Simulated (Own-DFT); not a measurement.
Simulation results for Al3GaAs4 (zincblende random alloy, strained, atoms displaced)

All values are calculated (Own-DFT development build). A calculation, not a measurement: plane-wave density functional theory by an unreviewed code, no spin, of a simulated periodic cell, stress positive in tension, run twice, with PBE and with PBEsol, both on files made for PBE, so the change isn't that of files made for PBEsol, forces on such cells passed a denser k mesh, this cell's mesh not checked; the far tail of each file's local potential was reset to the Coulomb form; each entry is a single point on an unrelaxed cell, so the pressure reflects the starting lattice, mostly measured values (interpolated for alloys), from which strain is counted, and rises with the displacements; printed positions are rounded, which can move forces by about a meV/angstrom; the program, named Own-DFT, is a retired in-house code; no spin-orbit coupling; stress was not checked against mesh or cutoff.

Al3GaAs4 (zincblende random alloy, strained, atoms displaced)

```
Al3GaAs4
1.0
     11.2018    -0.2222     0.0940
     -0.2222    11.1852    -0.1464
      0.0940    -0.1464    11.2240
Al As Al As Al Ga As Al Ga Al As Al Ga As Al Ga Al As Al Ga Al As Ga Al As
4 4 4 4 3 1 4 2 1 1 4 3 1 4 1 2 1 4 1 2 1 4 1 3 4
Direct
  0.99684 0.99061 0.99504
  0.99219 0.24476 0.25691
  0.25379 0.99734 0.24526
  0.24297 0.24574 0.00673
  0.11434 0.12102 0.12482
  0.12206 0.38215 0.37062
  0.36505 0.12134 0.38079
  0.37792 0.37677 0.13482
  0.00088 0.00464 0.50162
  0.99892 0.24894 0.74747
  0.25059 0.00371 0.74284
  0.24586 0.25077 0.49661
  0.12513 0.12680 0.62180
  0.12680 0.37519 0.88149
  0.37574 0.12871 0.87040
  0.37115 0.37163 0.61599
  0.99658 0.49643 0.99174
  0.99882 0.75242 0.24853
  0.25343 0.49639 0.24337
  0.24693 0.74608 0.00627
  0.12533 0.62017 0.12889
  0.12552 0.88515 0.37765
  0.38004 0.62746 0.37421
  0.37704 0.88410 0.12213
  0.99063 0.49357 0.49871
  0.99706 0.74535 0.74465
  0.24986 0.49618 0.74783
  0.25156 0.75466 0.50007
  0.12523 0.62747 0.62536
  0.13465 0.87690 0.88377
  0.38192 0.62586 0.87081
  0.37030 0.86595 0.62650
  0.50011 0.99738 0.00033
  0.49652 0.24890 0.25502
  0.75656 0.00259 0.24550
  0.74994 0.24793 0.99827
  0.62153 0.12168 0.12560
  0.62801 0.37870 0.38485
  0.87234 0.11813 0.36826
  0.87501 0.38183 0.11613
  0.50224 0.99468 0.50509
  0.51019 0.25227 0.75529
  0.74501 0.00440 0.75249
  0.75123 0.25159 0.50353
  0.63060 0.13278 0.62842
  0.62408 0.37167 0.88007
  0.86855 0.12741 0.87568
  0.88064 0.37043 0.62136
  0.49382 0.49587 0.01115
  0.49791 0.75908 0.25157
  0.75250 0.49512 0.24804
  0.74371 0.75548 0.00200
  0.61853 0.62354 0.13120
  0.63288 0.88148 0.37296
  0.87719 0.62365 0.36606
  0.87327 0.86900 0.12670
  0.50810 0.49708 0.50264
  0.50035 0.75170 0.75047
  0.74606 0.49336 0.75048
  0.74866 0.75279 0.51033
  0.62613 0.61728 0.62573
  0.62466 0.87989 0.88096
  0.87717 0.62949 0.86229
  0.87323 0.87171 0.62109
```

- functional: PBE, then PBEsol
- potential files: PseudoDojo norm-conserving, scalar-relativistic, standard set
- wave cutoff: 42 hartree
- occupations: Fermi-Dirac
- smearing width: 0.1 eV
- k mesh: 3 x 3 x 3 centred on Gamma
- PBE pressure: 6.16 GPa
- PBE stress xx: -6.23 GPa
- PBE stress yy: -6.22 GPa
- PBE stress zz: -6.02 GPa
- PBE stress yz: -1.86 GPa
- PBE stress xz: 1.81 GPa
- PBE stress xy: -3.58 GPa
- PBEsol pressure: 3.87 GPa
- PBEsol stress xx: -3.94 GPa
- PBEsol stress yy: -3.93 GPa
- PBEsol stress zz: -3.74 GPa
- PBEsol stress yz: -1.8 GPa
- PBEsol stress xz: 1.77 GPa
- PBEsol stress xy: -3.49 GPa
- rms change of force components from PBE to PBEsol: 0.043 eV/Å

Force:
```csv
force element,PBE force x (eV/Å),PBE force y (eV/Å),PBE force z (eV/Å),PBEsol force x (eV/Å),PBEsol force y (eV/Å),PBEsol force z (eV/Å)
Al,-0.452,0.669,-0.092,-0.446,0.655,-0.084
Al,0.643,1.248,-1.307,0.635,1.228,-1.284
Al,-1.058,0.795,-0.052,-1.045,0.78,-0.048
Al,0.604,0.27,-0.366,0.598,0.268,-0.361
As,0.386,-0.225,0.592,0.37,-0.227,0.582
As,0.177,-0.879,0.446,0.171,-0.857,0.438
As,1.315,-0.161,-0.02,1.286,-0.163,-0.015
As,-0.273,-1.806,-0.499,-0.265,-1.776,-0.484
Al,-0.807,-0.269,-0.526,-0.795,-0.263,-0.52
Al,0.216,0.136,0.443,0.21,0.138,0.432
Al,-0.183,-0.22,0.399,-0.175,-0.218,0.392
Al,-0.688,0.455,-0.808,-0.681,0.444,-0.8
As,0.059,0.036,0.853,0.062,0.037,0.836
As,0.171,-0.687,-0.566,0.222,-0.622,-0.615
As,-0.024,-0.308,0.839,0.042,-0.241,0.763
As,0.927,0.09,1.218,0.964,0.173,1.233
Al,0.181,1.564,-0.313,0.18,1.548,-0.315
Al,0.686,0.13,0.116,0.674,0.131,0.109
Al,-0.498,1.239,0.958,-0.486,1.22,0.942
Ga,0.669,-0.043,-0.581,0.648,-0.035,-0.559
As,-0.45,-0.107,-0.132,-0.384,-0.045,-0.191
As,0.138,-1.087,-0.166,0.135,-1.056,-0.158
As,-0.409,-0.4,0.438,-0.3,-0.371,0.405
As,-0.145,-1.522,0.439,-0.147,-1.607,0.429
Al,0.998,1.683,-0.738,0.982,1.654,-0.727
Al,1.133,1.654,-0.179,1.117,1.626,-0.173
Ga,0.035,0.454,-0.208,0.045,0.443,-0.189
Al,-0.943,-0.936,-1.287,-0.924,-0.923,-1.266
As,0.019,-0.816,-0.461,0.065,-0.851,-0.408
As,-0.541,-0.457,-1.318,-0.468,-0.506,-1.232
As,-0.64,-0.706,1.202,-0.734,-0.703,1.174
As,1.221,1.069,0.772,1.196,1.047,0.762
Al,-0.462,1.244,-0.939,-0.447,1.23,-0.933
Al,0.282,-0.139,0.435,0.277,-0.131,0.425
Al,-1.238,-0.483,-1.009,-1.22,-0.48,-1
Ga,-0.605,0.289,0.439,-0.583,0.275,0.418
As,0.49,0.462,0.564,0.536,0.501,0.497
As,0.481,-1.253,-1.105,0.45,-1.1,-1.07
As,0.189,0.681,2.228,0.186,0.661,2.194
As,-0.038,-1.399,1.122,-0.164,-1.38,1.111
Al,-0.244,0.594,-0.292,-0.243,0.58,-0.286
Ga,-1.489,0.016,-1.063,-1.421,-0.006,-1.001
Ga,0.24,-0.374,-0.698,0.233,-0.345,-0.648
Al,0.122,-0.29,-1.238,0.124,-0.281,-1.215
As,-0.604,-1.175,-0.145,-0.604,-1.146,-0.015
As,0.397,0.99,0.992,0.374,0.836,0.949
As,1.39,-0.624,0.024,1.222,-0.604,0.026
As,-0.588,-0.119,1.397,-0.579,-0.124,1.375
Al,0.448,0.794,-1.568,0.437,0.777,-1.539
Ga,0.044,0.042,-0.223,0.058,0.014,-0.198
Ga,-0.703,0.449,-0.226,-0.668,0.447,-0.2
Al,-0.001,-1.25,-0.504,0.001,-1.228,-0.493
As,0.726,0.268,-0.115,0.702,0.278,-0.014
As,-0.134,-0.46,0.791,-0.188,-0.5,0.715
As,-0.341,0.233,1.605,-0.397,0.157,1.508
As,0.397,0.287,-0.042,0.389,0.284,-0.035
Ga,-1.692,0.564,-0.487,-1.615,0.54,-0.46
Al,0.487,0.063,-0.394,0.476,0.065,-0.394
Al,0.405,0.172,-0.288,0.398,0.164,-0.287
Al,-0.594,-1.052,-2.138,-0.595,-1.042,-2.109
As,0.312,0.925,1.051,0.232,0.828,0.958
As,0.079,-0.673,-0.6,0.137,-0.597,-0.651
As,-1.142,-0.903,1.923,-1.125,-0.889,1.883
As,0.924,1.255,1.402,0.866,1.283,1.422
```
